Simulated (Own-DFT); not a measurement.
Si$_{7}$Ge (layered order of Si and Ge on the diamond lattice, atoms displaced) (calculated)

A calculation, not a measurement: plane-wave PBE density functional theory by an unreviewed code, no spin, of a simulated periodic cell, stress positive in tension, free energy of the whole cell less one offset for each atom, forces on such cells passed a denser k mesh, this cell's mesh not checked; offsets are fitted by least squares, one for each functional and potential file, so energies compare only between cells with the same atoms and settings and are not formation energies; the far tail of each file's local potential was reset to the Coulomb form; each entry is a single point on an unrelaxed cell, so the pressure reflects the starting lattice, mostly measured values, from which strain is counted, and rises with the displacements; printed positions are rounded, which can move forces by about a meV/angstrom; the program is a retired in-house code; no spin-orbit coupling. Program: Own-DFT development build.

Settings shared by all entries: functional PBE; potential files PseudoDojo norm-conserving, scalar-relativistic, standard set; wave cutoff 42 hartree; occupations Fermi-Dirac; smearing width 0.1 eV; k mesh 3 x 3 x 3 centred on Gamma.

(1) 
```cif
# cell vector a (Å): 10.9187 0.0000 0.0000
# cell vector b (Å): 0.0000 10.9187 0.0000
# cell vector c (Å): 0.0000 0.0000 10.9187
data_Si7Ge
_symmetry_space_group_name_H-M 'P 1'
_symmetry_Int_Tables_number 1
_cell_length_a 10.9187
_cell_length_b 10.9187
_cell_length_c 10.9187
_cell_angle_alpha 90.000
_cell_angle_beta 90.000
_cell_angle_gamma 90.000
_cell_volume 1301.71
loop_
_atom_site_label
_atom_site_type_symbol
_atom_site_fract_x
_atom_site_fract_y
_atom_site_fract_z
_atom_site_occupancy
Ge1 Ge 0.00354 0.00045 0.99566 1
Si1 Si 0.99618 0.25748 0.26034 1
Si2 Si 0.24635 0.00803 0.24918 1
Ge2 Ge 0.24628 0.25138 0.99384 1
Si3 Si 0.12179 0.12465 0.11851 1
Si4 Si 0.12578 0.37025 0.37858 1
Si5 Si 0.37086 0.12408 0.36708 1
Si6 Si 0.36389 0.38165 0.13052 1
Si7 Si 0.00171 0.00434 0.49179 1
Si8 Si 0.01266 0.25781 0.74787 1
Si9 Si 0.24370 0.99825 0.74669 1
Si10 Si 0.25008 0.24112 0.49660 1
Si11 Si 0.13387 0.12781 0.62328 1
Si12 Si 0.11805 0.38843 0.88457 1
Si13 Si 0.38244 0.13234 0.88400 1
Si14 Si 0.38008 0.36589 0.62305 1
Ge3 Ge 0.00212 0.50600 0.00536 1
Si15 Si 0.01312 0.74618 0.24720 1
Si16 Si 0.25139 0.50970 0.24617 1
Ge4 Ge 0.26069 0.75483 0.99841 1
Si17 Si 0.12341 0.63278 0.12256 1
Si18 Si 0.12640 0.87781 0.36802 1
Si19 Si 0.37241 0.63289 0.37739 1
Si20 Si 0.36503 0.87585 0.11293 1
Si21 Si 0.99830 0.49861 0.49197 1
Si22 Si 0.99965 0.75168 0.74742 1
Si23 Si 0.25615 0.49771 0.74908 1
Si24 Si 0.25926 0.75148 0.51033 1
Si25 Si 0.12079 0.62680 0.62413 1
Si26 Si 0.12763 0.87746 0.87977 1
Si27 Si 0.37715 0.63400 0.87799 1
Si28 Si 0.36620 0.87647 0.61909 1
Ge5 Ge 0.49909 0.01391 0.00895 1
Si29 Si 0.49282 0.25505 0.25439 1
Si30 Si 0.75329 0.99809 0.25187 1
Ge6 Ge 0.74968 0.24680 0.99118 1
Si31 Si 0.63011 0.13036 0.12136 1
Si32 Si 0.64071 0.37728 0.38280 1
Si33 Si 0.87489 0.11964 0.37980 1
Si34 Si 0.87506 0.37912 0.12763 1
Si35 Si 0.50102 0.99200 0.50116 1
Si36 Si 0.51045 0.24224 0.74411 1
Si37 Si 0.74987 0.00533 0.75184 1
Si38 Si 0.74364 0.25982 0.50322 1
Si39 Si 0.62342 0.12731 0.62322 1
Si40 Si 0.62376 0.38137 0.87905 1
Si41 Si 0.87378 0.11565 0.88013 1
Si42 Si 0.86607 0.38536 0.63007 1
Ge7 Ge 0.50357 0.48754 0.00213 1
Si43 Si 0.50427 0.74045 0.25356 1
Si44 Si 0.74154 0.50126 0.25019 1
Ge8 Ge 0.74019 0.74801 0.99605 1
Si45 Si 0.62867 0.62508 0.12237 1
Si46 Si 0.62350 0.88127 0.37445 1
Si47 Si 0.87389 0.62636 0.37705 1
Si48 Si 0.88130 0.88197 0.14035 1
Si49 Si 0.50355 0.49402 0.50800 1
Si50 Si 0.49527 0.75847 0.74989 1
Si51 Si 0.74783 0.50143 0.75068 1
Si52 Si 0.75207 0.75133 0.49292 1
Si53 Si 0.62620 0.63508 0.61849 1
Si54 Si 0.63231 0.87455 0.87497 1
Si55 Si 0.86857 0.61668 0.88267 1
Si56 Si 0.87926 0.86976 0.62787 1
_calc_free_energy_of_cell_above_offsets '-0.427'  # eV
_calc_pressure 3.12  # GPa
_calc_stress_xx -3.03  # GPa
_calc_stress_yy -3.17  # GPa
_calc_stress_zz -3.14  # GPa
_calc_stress_yz -0.66  # GPa
_calc_stress_xz 0.45  # GPa
_calc_stress_xy 0.76  # GPa
```

Force:
```tsv
element	x (eV/Å)	y (eV/Å)	z (eV/Å)
Ge	-0.678	-0.62	1.205
Si	-0.105	-1.213	-1.291
Si	-0.161	-1.129	-1.234
Ge	-0.199	0.707	0.825
Si	-0.058	1.112	1.457
Si	0.682	0.916	-0.367
Si	1.08	-0.32	1.044
Si	0.876	-1.12	-0.353
Si	0.518	-1.044	1.579
Si	-1.601	-0.282	0.398
Si	1.124	0.588	0.976
Si	0.777	1.051	-0.066
Si	-1.4	-0.39	0.056
Si	1.552	-1.094	-2.05
Si	-0.654	-0.324	-2.474
Si	-0.426	-0.085	0.336
Ge	-1.072	0.164	0.713
Si	-1.983	0.823	1.219
Si	-1.053	0.093	1.195
Ge	-2.519	-1.21	-0.796
Si	1.574	-0.499	-0.283
Si	0.715	-0.237	1.102
Si	0.685	-1.364	0.451
Si	2.397	1.711	3.547
Si	-0.114	0.18	1.167
Si	0.151	-0.755	1.596
Si	-0.547	0.532	0.249
Si	-2.454	-0.785	-1.899
Si	0.678	-0.653	-0.107
Si	-0.15	-0.858	-1.541
Si	0.91	-1.903	-1.231
Si	1.572	1.06	1.803
Ge	0.483	-2.128	-0.604
Si	1.317	0.353	-0.319
Si	-0.827	1.158	0.141
Ge	0.66	1.029	0.715
Si	-0.244	0.286	2.118
Si	-3.13	0.599	-1.352
Si	-0.881	1.661	-0.283
Si	-0.46	-0.463	0.438
Si	-0.733	1.399	-0.169
Si	-1.325	1.431	1.715
Si	0.31	-0.909	-0.774
Si	2.014	-2.073	0.968
Si	0.771	-1.151	-0.807
Si	0.786	-1.604	-2.322
Si	0.822	1.464	-1.84
Si	1.658	-1.213	-0.683
Ge	-1.501	2.075	0.924
Si	-0.51	1.538	-0.862
Si	1.572	0.419	-0.221
Ge	2.115	0.507	1.211
Si	-1.184	-0.678	0.718
Si	0.345	-1.182	-0.502
Si	0.459	-0.254	-1.345
Si	0.198	-1.45	-1.572
Si	-0.039	0.9	-1.004
Si	0.654	-0.029	-0.287
Si	-0.913	1.051	0.351
Si	0.006	0.821	0.568
Si	-0.47	-0.61	1.006
Si	-1.912	1.465	-0.796
Si	0.552	1.153	-1.412
Si	-0.712	1.384	-0.944
```

(2) 
```cif
# cell vector a (Å): 10.9187 0.0000 0.0000
# cell vector b (Å): 0.0000 10.9187 0.0000
# cell vector c (Å): 0.0000 0.0000 10.9187
data_Si7Ge
_symmetry_space_group_name_H-M 'P 1'
_symmetry_Int_Tables_number 1
_cell_length_a 10.9187
_cell_length_b 10.9187
_cell_length_c 10.9187
_cell_angle_alpha 90.000
_cell_angle_beta 90.000
_cell_angle_gamma 90.000
_cell_volume 1301.71
loop_
_atom_site_label
_atom_site_type_symbol
_atom_site_fract_x
_atom_site_fract_y
_atom_site_fract_z
_atom_site_occupancy
Ge1 Ge 0.00367 0.99086 0.99222 1
Si1 Si 0.99984 0.25229 0.25774 1
Si2 Si 0.23855 0.99846 0.24335 1
Ge2 Ge 0.25610 0.25318 0.99585 1
Si3 Si 0.12796 0.12552 0.12045 1
Si4 Si 0.12921 0.37446 0.37451 1
Si5 Si 0.37798 0.12248 0.38172 1
Si6 Si 0.37197 0.37338 0.12152 1
Si7 Si 0.00579 0.00007 0.49905 1
Si8 Si 0.99764 0.25354 0.75352 1
Si9 Si 0.24700 0.99282 0.75381 1
Si10 Si 0.24966 0.25686 0.50870 1
Si11 Si 0.12340 0.12079 0.62561 1
Si12 Si 0.12016 0.36750 0.87677 1
Si13 Si 0.36588 0.12078 0.88146 1
Si14 Si 0.37141 0.38179 0.62558 1
Ge3 Ge 0.99920 0.50340 0.99645 1
Si15 Si 0.99716 0.74873 0.24966 1
Si16 Si 0.25060 0.49827 0.24237 1
Ge4 Ge 0.25727 0.74372 0.99759 1
Si17 Si 0.13039 0.62242 0.11879 1
Si18 Si 0.13019 0.87254 0.37869 1
Si19 Si 0.38299 0.62667 0.37396 1
Si20 Si 0.37570 0.88339 0.12501 1
Si21 Si 0.00284 0.50418 0.50458 1
Si22 Si 0.00628 0.75270 0.75399 1
Si23 Si 0.24089 0.50100 0.75887 1
Si24 Si 0.25033 0.74420 0.50239 1
Si25 Si 0.12152 0.62004 0.61997 1
Si26 Si 0.12770 0.87361 0.87598 1
Si27 Si 0.37702 0.62447 0.87574 1
Si28 Si 0.37194 0.88170 0.61410 1
Ge5 Ge 0.49542 0.99764 0.00420 1
Si29 Si 0.50117 0.25106 0.25515 1
Si30 Si 0.75118 0.00193 0.25335 1
Ge6 Ge 0.75442 0.24499 0.99907 1
Si31 Si 0.61984 0.12108 0.12821 1
Si32 Si 0.62190 0.37262 0.37760 1
Si33 Si 0.86563 0.12281 0.37464 1
Si34 Si 0.87697 0.36289 0.12665 1
Si35 Si 0.50062 0.99483 0.49505 1
Si36 Si 0.50302 0.25128 0.74612 1
Si37 Si 0.75357 0.00164 0.75834 1
Si38 Si 0.76012 0.24931 0.50508 1
Si39 Si 0.61964 0.12490 0.62301 1
Si40 Si 0.62091 0.38211 0.86845 1
Si41 Si 0.87657 0.13296 0.87653 1
Si42 Si 0.87579 0.36371 0.62578 1
Ge7 Ge 0.49268 0.50687 0.99823 1
Si43 Si 0.50944 0.75710 0.24988 1
Si44 Si 0.74440 0.50108 0.26157 1
Ge8 Ge 0.74764 0.75237 0.99773 1
Si45 Si 0.62449 0.61875 0.12684 1
Si46 Si 0.62352 0.87091 0.37946 1
Si47 Si 0.88070 0.63936 0.38015 1
Si48 Si 0.88256 0.87077 0.11951 1
Si49 Si 0.50223 0.49646 0.48686 1
Si50 Si 0.49491 0.74807 0.74807 1
Si51 Si 0.74808 0.50118 0.75617 1
Si52 Si 0.74949 0.74197 0.49861 1
Si53 Si 0.62068 0.62599 0.62402 1
Si54 Si 0.63554 0.86767 0.87448 1
Si55 Si 0.87281 0.62355 0.88066 1
Si56 Si 0.87427 0.87438 0.62709 1
_calc_free_energy_of_cell_above_offsets '-2.239'  # eV
_calc_pressure 2.78  # GPa
_calc_stress_xx -2.78  # GPa
_calc_stress_yy -2.74  # GPa
_calc_stress_zz -2.81  # GPa
_calc_stress_yz -0.31  # GPa
_calc_stress_xz -0.3  # GPa
_calc_stress_xy -0.13  # GPa
```

Force:
```tsv
element	x (eV/Å)	y (eV/Å)	z (eV/Å)
Ge	-0.393	1.777	0.666
Si	0.162	-1.077	-0.514
Si	1.442	0.264	1.091
Ge	-1.204	-0.314	0.569
Si	-1.036	0.447	0.395
Si	-0.199	0.609	0.32
Si	-1.216	0.47	-0.891
Si	1.005	0.279	1.046
Si	-1.164	-0.288	-0.148
Si	0.585	-1.182	-0.707
Si	0.385	0.858	-0.824
Si	0.039	-1.098	-0.53
Si	0.228	0.751	0.654
Si	0.273	1.038	-0.215
Si	1.544	-0.117	-1.932
Si	0.568	0.301	0.459
Ge	-0.036	-1.248	0.964
Si	1.556	0.365	-0.486
Si	0.263	0.29	0.918
Ge	-0.276	1.42	0.626
Si	-0.781	0.26	1.08
Si	-0.636	-0.267	-0.597
Si	-0.747	0.213	-0.921
Si	-0.706	-1.651	1.241
Si	-1.095	-1.389	-1.211
Si	-0.971	-0.797	-0.624
Si	0.598	-0.131	-0.775
Si	0.345	-0.012	-0.426
Si	0.822	1.076	1.797
Si	0.706	-1.133	-0.464
Si	-0.691	0.101	-1.649
Si	-0.097	-0.989	1.476
Ge	1.215	0.219	-1.354
Si	-0.552	-0.421	-0.641
Si	-0.533	-1.212	-0.913
Ge	-1.885	0.756	0.463
Si	0.624	0.524	0.317
Si	1.328	-0.687	0.071
Si	1.864	0.266	0.435
Si	-0.199	1.916	0.781
Si	0.329	0.731	0.43
Si	-1.293	-0.111	0.42
Si	-0.27	0.307	-1.08
Si	-2.14	-0.656	-0.776
Si	1.039	-0.489	0.2
Si	0.144	-0.975	0.919
Si	0.532	-1.552	-0.679
Si	0.322	2.517	0.691
Ge	0.99	-1.312	0.613
Si	-1.223	-0.681	-0.682
Si	1.326	-0.168	-0.801
Ge	0.692	-1.367	1.57
Si	0.247	0.814	0.421
Si	1.342	0.349	-0.244
Si	-0.379	-2.291	-0.396
Si	-1.044	0.528	1.136
Si	-0.626	0.543	2.069
Si	0.375	0.893	-0.37
Si	0.488	0.117	-1.407
Si	-0.38	1.456	1.145
Si	0.18	-0.893	-0.098
Si	-2.26	1.298	-1.067
Si	0.245	0.698	-1.475
Si	0.229	0.057	-0.08
```

(3) 
```cif
# cell vector a (Å): 10.9187 0.0000 0.0000
# cell vector b (Å): 0.0000 10.9187 0.0000
# cell vector c (Å): 0.0000 0.0000 10.9187
data_Si7Ge
_symmetry_space_group_name_H-M 'P 1'
_symmetry_Int_Tables_number 1
_cell_length_a 10.9187
_cell_length_b 10.9187
_cell_length_c 10.9187
_cell_angle_alpha 90.000
_cell_angle_beta 90.000
_cell_angle_gamma 90.000
_cell_volume 1301.71
loop_
_atom_site_label
_atom_site_type_symbol
_atom_site_fract_x
_atom_site_fract_y
_atom_site_fract_z
_atom_site_occupancy
Ge1 Ge 0.99208 0.99062 0.99499 1
Si1 Si 0.00390 0.24490 0.25016 1
Si2 Si 0.25167 0.98999 0.25332 1
Ge2 Ge 0.25291 0.25117 0.99951 1
Si3 Si 0.12508 0.12585 0.12388 1
Si4 Si 0.12294 0.37631 0.38026 1
Si5 Si 0.37003 0.11900 0.37725 1
Si6 Si 0.37502 0.38019 0.11480 1
Si7 Si 0.99581 0.99693 0.50075 1
Si8 Si 0.00940 0.24484 0.75091 1
Si9 Si 0.24978 0.99914 0.76405 1
Si10 Si 0.25239 0.25647 0.49831 1
Si11 Si 0.11441 0.12398 0.62540 1
Si12 Si 0.12659 0.36965 0.87511 1
Si13 Si 0.37648 0.11776 0.87314 1
Si14 Si 0.37755 0.38027 0.63003 1
Ge3 Ge 0.00815 0.49238 0.00463 1
Si15 Si 0.00056 0.74524 0.24845 1
Si16 Si 0.25084 0.49283 0.24828 1
Ge4 Ge 0.24807 0.74849 0.00425 1
Si17 Si 0.13149 0.63871 0.13924 1
Si18 Si 0.12034 0.87790 0.37086 1
Si19 Si 0.38125 0.62503 0.36949 1
Si20 Si 0.37307 0.87489 0.12710 1
Si21 Si 0.00145 0.50189 0.50930 1
Si22 Si 0.99450 0.74676 0.74783 1
Si23 Si 0.23992 0.50701 0.75556 1
Si24 Si 0.24934 0.74531 0.49951 1
Si25 Si 0.12204 0.63508 0.62196 1
Si26 Si 0.12341 0.87890 0.87955 1
Si27 Si 0.37375 0.61692 0.87257 1
Si28 Si 0.37803 0.87420 0.61667 1
Ge5 Ge 0.49962 0.01077 0.99324 1
Si29 Si 0.50222 0.24282 0.24431 1
Si30 Si 0.75218 0.99592 0.24869 1
Ge6 Ge 0.75682 0.24123 0.00436 1
Si31 Si 0.62546 0.12182 0.12147 1
Si32 Si 0.62694 0.36945 0.37154 1
Si33 Si 0.87952 0.11996 0.38161 1
Si34 Si 0.87404 0.37046 0.12794 1
Si35 Si 0.50030 0.00279 0.49940 1
Si36 Si 0.51676 0.25646 0.74326 1
Si37 Si 0.75407 0.00322 0.75832 1
Si38 Si 0.75764 0.24434 0.50068 1
Si39 Si 0.61525 0.13562 0.62560 1
Si40 Si 0.61924 0.37336 0.87237 1
Si41 Si 0.87766 0.11940 0.87126 1
Si42 Si 0.88309 0.38281 0.63008 1
Ge7 Ge 0.50683 0.49236 0.99961 1
Si43 Si 0.49488 0.74494 0.25434 1
Si44 Si 0.74083 0.48917 0.25487 1
Ge8 Ge 0.75085 0.75014 0.99697 1
Si45 Si 0.62932 0.61636 0.13101 1
Si46 Si 0.62010 0.88217 0.37058 1
Si47 Si 0.86711 0.62243 0.37430 1
Si48 Si 0.88365 0.87588 0.12466 1
Si49 Si 0.50090 0.49128 0.49349 1
Si50 Si 0.50091 0.75079 0.74921 1
Si51 Si 0.73911 0.50342 0.75469 1
Si52 Si 0.73954 0.76125 0.50062 1
Si53 Si 0.62275 0.62593 0.63337 1
Si54 Si 0.62889 0.85844 0.87457 1
Si55 Si 0.87328 0.62260 0.88089 1
Si56 Si 0.88221 0.87807 0.62067 1
_calc_free_energy_of_cell_above_offsets '-1.573'  # eV
_calc_pressure 2.96  # GPa
_calc_stress_xx -2.95  # GPa
_calc_stress_yy -2.83  # GPa
_calc_stress_zz -3.08  # GPa
_calc_stress_yz -0.13  # GPa
_calc_stress_xz 0.83  # GPa
_calc_stress_xy -0.16  # GPa
```

Force:
```tsv
element	x (eV/Å)	y (eV/Å)	z (eV/Å)
Ge	1.154	1.803	0.471
Si	-0.442	0.404	0.619
Si	-0.49	1.269	-0.555
Ge	0.126	-0.742	-0.289
Si	0.232	-1.061	0.201
Si	-0.056	-0.02	-0.493
Si	0.302	0.77	-0.412
Si	0.128	-1.09	1.81
Si	1.245	0.186	-0.312
Si	-1.624	0.888	0.351
Si	-0.348	-0.333	-2.482
Si	-0.193	-0.835	0.863
Si	2.227	-0.509	-0.565
Si	0.135	0.225	-0.453
Si	0.06	2.533	-1.131
Si	-0.545	-0.083	-0.102
Ge	-0.408	1.197	0.556
Si	-1.249	0.794	1.236
Si	0.065	0.899	0.387
Ge	0.643	0.26	-0.886
Si	0.146	-2.599	-0.896
Si	0.081	-0.937	0.853
Si	-1.432	-1.44	1.224
Si	0.943	-0.013	-0.246
Si	-0.087	0.663	-1.39
Si	0.271	0.678	0.71
Si	0.33	-0.642	-1.071
Si	0.417	0.795	-0.995
Si	0.176	-0.88	0.733
Si	0.082	-1.691	-0.95
Si	0.454	1.059	0.413
Si	-0.618	0.115	1.254
Ge	0.866	-2.734	0.893
Si	-0.9	0.53	0.361
Si	0.241	0.51	-0.08
Ge	-0.468	0.741	-1.039
Si	0.494	-0.177	0.897
Si	-0.596	-1.445	0.967
Si	-0.507	0.249	-1.304
Si	0.287	0.212	0.717
Si	-0.105	0.322	0.085
Si	-3.542	0.169	1.182
Si	-1.295	-1.057	-1.708
Si	-0.355	1.058	0.44
Si	2.597	-2.302	-1.165
Si	2.118	-0.496	0.618
Si	0.401	1.173	0.164
Si	-1.296	-1.175	0.704
Ge	-0.506	1.474	-0.117
Si	1.28	1.133	-1.381
Si	1.742	0.783	-0.684
Ge	0.657	-0.737	2.042
Si	-0.438	1.003	-0.174
Si	-0.035	-0.636	0.055
Si	0.064	0.207	0.555
Si	-1.53	-1.099	1.004
Si	0.224	1.089	0.731
Si	-1.156	-0.401	-0.077
Si	1.578	-0.408	0.038
Si	0.787	-0.899	0.183
Si	-0.22	-0.089	-1.822
Si	-0.858	2.631	-0.684
Si	0.514	-0.752	-0.877
Si	-1.769	-0.539	1.022
```

(4) 
```cif
# cell vector a (Å): 10.9187 0.0000 0.0000
# cell vector b (Å): 0.0000 10.9187 0.0000
# cell vector c (Å): 0.0000 0.0000 10.9187
data_Si7Ge
_symmetry_space_group_name_H-M 'P 1'
_symmetry_Int_Tables_number 1
_cell_length_a 10.9187
_cell_length_b 10.9187
_cell_length_c 10.9187
_cell_angle_alpha 90.000
_cell_angle_beta 90.000
_cell_angle_gamma 90.000
_cell_volume 1301.71
loop_
_atom_site_label
_atom_site_type_symbol
_atom_site_fract_x
_atom_site_fract_y
_atom_site_fract_z
_atom_site_occupancy
Ge1 Ge 0.00174 0.99942 0.00497 1
Si1 Si 0.99498 0.24355 0.24156 1
Si2 Si 0.25427 0.00913 0.25643 1
Ge2 Ge 0.24746 0.24324 0.99798 1
Si3 Si 0.13580 0.11759 0.11937 1
Si4 Si 0.12073 0.37769 0.38852 1
Si5 Si 0.37405 0.11975 0.37945 1
Si6 Si 0.36992 0.37784 0.12609 1
Si7 Si 0.99344 0.99808 0.50871 1
Si8 Si 0.99825 0.24879 0.75397 1
Si9 Si 0.24388 0.00681 0.75641 1
Si10 Si 0.25128 0.25075 0.50637 1
Si11 Si 0.12141 0.12304 0.62576 1
Si12 Si 0.11775 0.38224 0.87873 1
Si13 Si 0.37624 0.12506 0.87041 1
Si14 Si 0.37541 0.38289 0.62077 1
Ge3 Ge 0.00497 0.48313 0.99470 1
Si15 Si 0.00525 0.74759 0.24380 1
Si16 Si 0.25168 0.50208 0.24330 1
Ge4 Ge 0.25960 0.74448 0.99754 1
Si17 Si 0.11992 0.62243 0.11789 1
Si18 Si 0.12326 0.87359 0.37961 1
Si19 Si 0.37381 0.62357 0.38047 1
Si20 Si 0.38227 0.87139 0.13029 1
Si21 Si 0.99870 0.50182 0.50457 1
Si22 Si 0.00862 0.75013 0.74607 1
Si23 Si 0.25269 0.49357 0.75999 1
Si24 Si 0.25645 0.75962 0.49343 1
Si25 Si 0.12135 0.62660 0.62699 1
Si26 Si 0.12461 0.87504 0.87674 1
Si27 Si 0.37348 0.62081 0.87858 1
Si28 Si 0.38719 0.86647 0.62838 1
Ge5 Ge 0.50990 0.00324 0.99883 1
Si29 Si 0.49885 0.24980 0.24513 1
Si30 Si 0.75389 0.99813 0.24804 1
Ge6 Ge 0.74156 0.24410 0.99103 1
Si31 Si 0.62523 0.12083 0.12545 1
Si32 Si 0.62405 0.37970 0.37466 1
Si33 Si 0.88438 0.14142 0.37540 1
Si34 Si 0.86413 0.36926 0.13762 1
Si35 Si 0.49598 0.00539 0.50516 1
Si36 Si 0.49374 0.24462 0.74535 1
Si37 Si 0.74908 0.98939 0.74872 1
Si38 Si 0.76178 0.25204 0.49193 1
Si39 Si 0.62812 0.13171 0.63092 1
Si40 Si 0.62961 0.37337 0.87357 1
Si41 Si 0.87401 0.12460 0.86996 1
Si42 Si 0.88108 0.37309 0.62928 1
Ge7 Ge 0.50566 0.50306 0.99927 1
Si43 Si 0.49255 0.75836 0.25788 1
Si44 Si 0.75425 0.49538 0.23835 1
Ge8 Ge 0.75259 0.74570 0.99652 1
Si45 Si 0.62543 0.61910 0.12092 1
Si46 Si 0.62779 0.88068 0.37997 1
Si47 Si 0.87753 0.62447 0.37619 1
Si48 Si 0.87441 0.87710 0.12135 1
Si49 Si 0.49996 0.49800 0.49949 1
Si50 Si 0.50184 0.74858 0.75374 1
Si51 Si 0.74625 0.49993 0.75022 1
Si52 Si 0.74996 0.74035 0.50810 1
Si53 Si 0.62463 0.62678 0.62840 1
Si54 Si 0.62920 0.87064 0.88097 1
Si55 Si 0.86933 0.62266 0.86831 1
Si56 Si 0.88093 0.87999 0.62232 1
_calc_free_energy_of_cell_above_offsets '-1.333'  # eV
_calc_pressure 2.96  # GPa
_calc_stress_xx -2.95  # GPa
_calc_stress_yy -2.91  # GPa
_calc_stress_zz -3.03  # GPa
_calc_stress_yz -0.44  # GPa
_calc_stress_xz 0.92  # GPa
_calc_stress_xy 0.88  # GPa
```

Force:
```tsv
element	x (eV/Å)	y (eV/Å)	z (eV/Å)
Ge	-0.257	0.154	-0.991
Si	2.255	1	0.153
Si	-0.651	-1.976	-0.586
Ge	0.58	1.496	-0.543
Si	-1.134	0.397	1.522
Si	0.597	-0.576	-1.965
Si	0.488	1.788	0.101
Si	0.727	-0.672	-0.451
Si	1.227	1.382	-2.11
Si	0.612	0.18	-0.244
Si	0.712	-1.3	-0.844
Si	-0.316	-0.177	-0.478
Si	0.268	0.447	0.315
Si	2.648	-3.459	-2.598
Si	0.024	-0.356	0.376
Si	-0.242	-1.11	0.971
Ge	-3.717	2.948	2.84
Si	-0.723	0.455	0.677
Si	-1.038	0.197	1.48
Ge	-1.306	1.159	0.912
Si	0.817	-0.279	0.187
Si	-0.163	0.922	-0.846
Si	-0.064	0.076	-0.947
Si	-1.066	1.385	-0.638
Si	-0.198	0.196	0.205
Si	-1.35	0.458	0.776
Si	-0.56	0.851	-1.185
Si	-0.38	-1.189	1.429
Si	1.858	-0.326	-0.558
Si	0.463	-0.297	-0.143
Si	1.047	-0.157	-1.277
Si	-1.593	1.559	-0.112
Ge	-1.448	-0.746	-0.127
Si	-0.117	-0.032	0.815
Si	0.144	0.697	0.856
Ge	1.077	0.011	1.329
Si	0.432	0.666	0.871
Si	0.55	-0.764	-0.651
Si	-0.431	-3.163	-0.171
Si	1.586	-1.504	-2.835
Si	1.253	-0.468	0.371
Si	0.644	1.648	0.206
Si	0.05	0.95	0.086
Si	-1.736	1.004	1.547
Si	0.519	-0.781	-1.104
Si	-1.583	0.135	-1.01
Si	-0.044	-0.836	0.137
Si	-0.837	0.394	-0.298
Ge	-0.802	-1.313	-0.319
Si	1.86	-1.563	0.43
Si	-1.495	1.972	2.523
Ge	0.131	-0.162	0.815
Si	0.141	1.615	1.601
Si	-0.141	-0.455	0.215
Si	-0.268	-0.185	-0.681
Si	0.095	-0.812	0.909
Si	0.455	0.973	0.072
Si	0.212	-0.53	0.716
Si	0.358	-0.505	-0.62
Si	0.555	1.508	-1.051
Si	-0.587	-0.849	0.103
Si	-0.395	0.152	-1.179
Si	1.616	-0.15	-0.124
Si	-1.36	-2.084	1.142
```
